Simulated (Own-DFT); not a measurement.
# Computed records: GaP (zincblende, strained, atoms displaced)

All values are calculated (Own-DFT development build). A calculation, not a measurement: plane-wave PBE density functional theory by an unreviewed code, no spin, of a simulated periodic cell, stress positive in tension, free energy of the whole cell less one offset for each atom, forces on such cells passed a denser k mesh, this cell's mesh not checked; offsets are fitted by least squares, one for each functional and potential file, so energies compare only between cells with the same atoms and settings and are not formation energies; the far tail of each file's local potential was reset to the Coulomb form; each entry is a single point on an unrelaxed cell, so the pressure reflects the starting lattice, mostly measured values (interpolated for alloys), from which strain is counted, and rises with the displacements; printed positions are rounded, which can move forces by about a meV/angstrom; the program, named Own-DFT, is a retired in-house code; no spin-orbit coupling.

GaP (zincblende, strained, atoms displaced)

```cif
# cell vector a (Å): 10.8620 0.0000 0.0000
# cell vector b (Å): 0.0000 10.8620 0.0000
# cell vector c (Å): 0.0000 0.0000 10.9439
data_GaP
_symmetry_space_group_name_H-M 'P 1'
_symmetry_Int_Tables_number 1
_cell_length_a 10.8620
_cell_length_b 10.8620
_cell_length_c 10.9439
_cell_angle_alpha 90.000
_cell_angle_beta 90.000
_cell_angle_gamma 90.000
_cell_volume 1291.19
loop_
_atom_site_label
_atom_site_type_symbol
_atom_site_fract_x
_atom_site_fract_y
_atom_site_fract_z
_atom_site_occupancy
Ga1 Ga 0.99957 0.99667 0.02132 1
Ga2 Ga 0.99989 0.24712 0.25779 1
Ga3 Ga 0.26540 0.00766 0.23588 1
Ga4 Ga 0.25679 0.25897 0.00257 1
P1 P 0.12933 0.12069 0.12774 1
P2 P 0.13230 0.37410 0.37818 1
P3 P 0.38415 0.13841 0.39067 1
P4 P 0.37672 0.37781 0.12694 1
Ga5 Ga 0.00236 0.99812 0.48851 1
Ga6 Ga 0.99326 0.26227 0.73800 1
Ga7 Ga 0.25430 0.00422 0.73631 1
Ga8 Ga 0.26092 0.25354 0.51076 1
P5 P 0.13334 0.12190 0.62027 1
P6 P 0.12372 0.37959 0.87890 1
P7 P 0.37940 0.12744 0.87748 1
P8 P 0.37897 0.37408 0.62653 1
Ga9 Ga 0.01231 0.50814 0.00069 1
Ga10 Ga 0.98734 0.76267 0.24711 1
Ga11 Ga 0.24899 0.49686 0.25085 1
Ga12 Ga 0.26193 0.75758 0.99732 1
P9 P 0.12762 0.62547 0.11874 1
P10 P 0.12488 0.86406 0.37288 1
P11 P 0.38460 0.62618 0.36191 1
P12 P 0.38677 0.88568 0.12242 1
Ga13 Ga 0.99865 0.50546 0.50103 1
Ga14 Ga 0.98348 0.74989 0.75433 1
Ga15 Ga 0.23634 0.50050 0.74838 1
Ga16 Ga 0.25665 0.74960 0.49776 1
P13 P 0.10837 0.62396 0.61555 1
P14 P 0.12024 0.87175 0.87325 1
P15 P 0.37420 0.63479 0.87992 1
P16 P 0.36227 0.86751 0.61789 1
Ga17 Ga 0.49555 0.00596 0.99450 1
Ga18 Ga 0.49469 0.23875 0.24866 1
Ga19 Ga 0.75860 0.99343 0.24728 1
Ga20 Ga 0.74074 0.25993 0.99393 1
P17 P 0.63082 0.13027 0.13067 1
P18 P 0.62010 0.37628 0.36996 1
P19 P 0.88180 0.11542 0.39522 1
P20 P 0.88086 0.37326 0.11214 1
Ga21 Ga 0.50347 0.98322 0.49856 1
Ga22 Ga 0.49520 0.25919 0.74847 1
Ga23 Ga 0.74150 0.00071 0.75516 1
Ga24 Ga 0.74501 0.25295 0.49415 1
P21 P 0.61905 0.13414 0.62925 1
P22 P 0.63138 0.37942 0.88458 1
P23 P 0.87161 0.12839 0.89281 1
P24 P 0.87270 0.37253 0.62755 1
Ga25 Ga 0.50154 0.49926 0.00573 1
Ga26 Ga 0.50830 0.74739 0.24905 1
Ga27 Ga 0.76987 0.48688 0.24800 1
Ga28 Ga 0.74318 0.75600 0.98993 1
P25 P 0.62094 0.62316 0.13815 1
P26 P 0.62651 0.87125 0.36532 1
P27 P 0.86665 0.62072 0.37939 1
P28 P 0.87371 0.86416 0.13064 1
Ga29 Ga 0.50897 0.49133 0.51532 1
Ga30 Ga 0.49375 0.75872 0.74377 1
Ga31 Ga 0.74616 0.49753 0.74724 1
Ga32 Ga 0.74214 0.75433 0.50252 1
P29 P 0.62215 0.62185 0.63305 1
P30 P 0.62375 0.88519 0.86767 1
P31 P 0.86992 0.61952 0.87085 1
P32 P 0.87567 0.87896 0.62865 1
```

* functional: PBE
* potential files: PseudoDojo norm-conserving, scalar-relativistic, standard set
* wave cutoff: 42 hartree
* occupations: Fermi-Dirac
* smearing width: 0.1 eV
* hardware: one NVIDIA H100
* k mesh: 3 x 3 x 3 centred on Gamma
* free energy of cell above offsets: -29.665 eV
* pressure: 4.31 GPa
* stress xx: -4.56 GPa
* stress yy: -4.58 GPa
* stress zz: -3.79 GPa
* stress yz: 0.31 GPa
* stress xz: -0.72 GPa
* stress xy: 0.88 GPa
* wall time: 573.6 s

Force:
| element | x (eV/Å) | y (eV/Å) | z (eV/Å) |
| --- | --- | --- | --- |
| Ga | 0.04 | -0.078 | -1.698 |
| Ga | 0.119 | -0.141 | -0.262 |
| Ga | -0.504 | 0.024 | 2.305 |
| Ga | -0.756 | -0.768 | -0.325 |
| P | -0.059 | 1.4 | 0.005 |
| P | -0.633 | -0.052 | 0.465 |
| P | -0.369 | -2.274 | -0.986 |
| P | 0.159 | -0.466 | 0.311 |
| Ga | 2.117 | -1.949 | 2.196 |
| Ga | 1.596 | -2.246 | 2.25 |
| Ga | -0.318 | -0.431 | 1.986 |
| Ga | -1.269 | -0.128 | -0.729 |
| P | -1.467 | 0.996 | -0.197 |
| P | 0.011 | -1.008 | -0.708 |
| P | -1.05 | 0.605 | -1.08 |
| P | -1.05 | 1.48 | 0.867 |
| Ga | -1.344 | -0.298 | -0.542 |
| Ga | 2.218 | -3.232 | 1.951 |
| Ga | -0.052 | 0.697 | -0.238 |
| Ga | -1.358 | 0.493 | 0.656 |
| P | 0.556 | 1.406 | 1.428 |
| P | 0.637 | 1.247 | -0.642 |
| P | -0.796 | -0.741 | 1.961 |
| P | 0.007 | -1.49 | 0.184 |
| Ga | -0.794 | -1.565 | -1.188 |
| Ga | 1.143 | -0.056 | -0.327 |
| Ga | 0.756 | 0.83 | -0.177 |
| Ga | -1.449 | -2.053 | -1.419 |
| P | 2.048 | 1.48 | 1.751 |
| P | 0.33 | 0.738 | 0.145 |
| P | 0.709 | -1.474 | -1.222 |
| P | 1.729 | 1.205 | 0.74 |
| Ga | 1.619 | 0.225 | 0.515 |
| Ga | 0.489 | 1.109 | 0.082 |
| Ga | -0.291 | 1.16 | 0.682 |
| Ga | 1.372 | -1.683 | 1.654 |
| P | -0.046 | -0.714 | -0.689 |
| P | 0.648 | -0.211 | -0.202 |
| P | -2.291 | 2.13 | -2.963 |
| P | 0.598 | -0.309 | 0.769 |
| Ga | -0.132 | 1.404 | 0.244 |
| Ga | 0.924 | -0.629 | 1.379 |
| Ga | 1.707 | 1.776 | -0.912 |
| Ga | -0.112 | -0.284 | 0.46 |
| P | 0.371 | -1.172 | -0.502 |
| P | -2.133 | 1.029 | -2.044 |
| P | 0.532 | -0.486 | -1.427 |
| P | -1.19 | 1.251 | -1.827 |
| Ga | -0.072 | 0.914 | -0.222 |
| Ga | -1.04 | 0.909 | -0.307 |
| Ga | -1.417 | 0.611 | 0.173 |
| Ga | -0.181 | -1.131 | 0.696 |
| P | 1.897 | -0.718 | -1.873 |
| P | 0.316 | 0.506 | 0.881 |
| P | 0.537 | 0.798 | -0.307 |
| P | -1.742 | 1.528 | -2.41 |
| Ga | -0.288 | 0.8 | -1.797 |
| Ga | 0.181 | -0.702 | 0.798 |
| Ga | 0.392 | -0.156 | 0.52 |
| Ga | 0.546 | -0.469 | 0.274 |
| P | 0.007 | 1.041 | -0.376 |
| P | -1.33 | -1.202 | 0.912 |
| P | -0.07 | 0.116 | 0.971 |
| P | -0.706 | 0.405 | -0.614 |
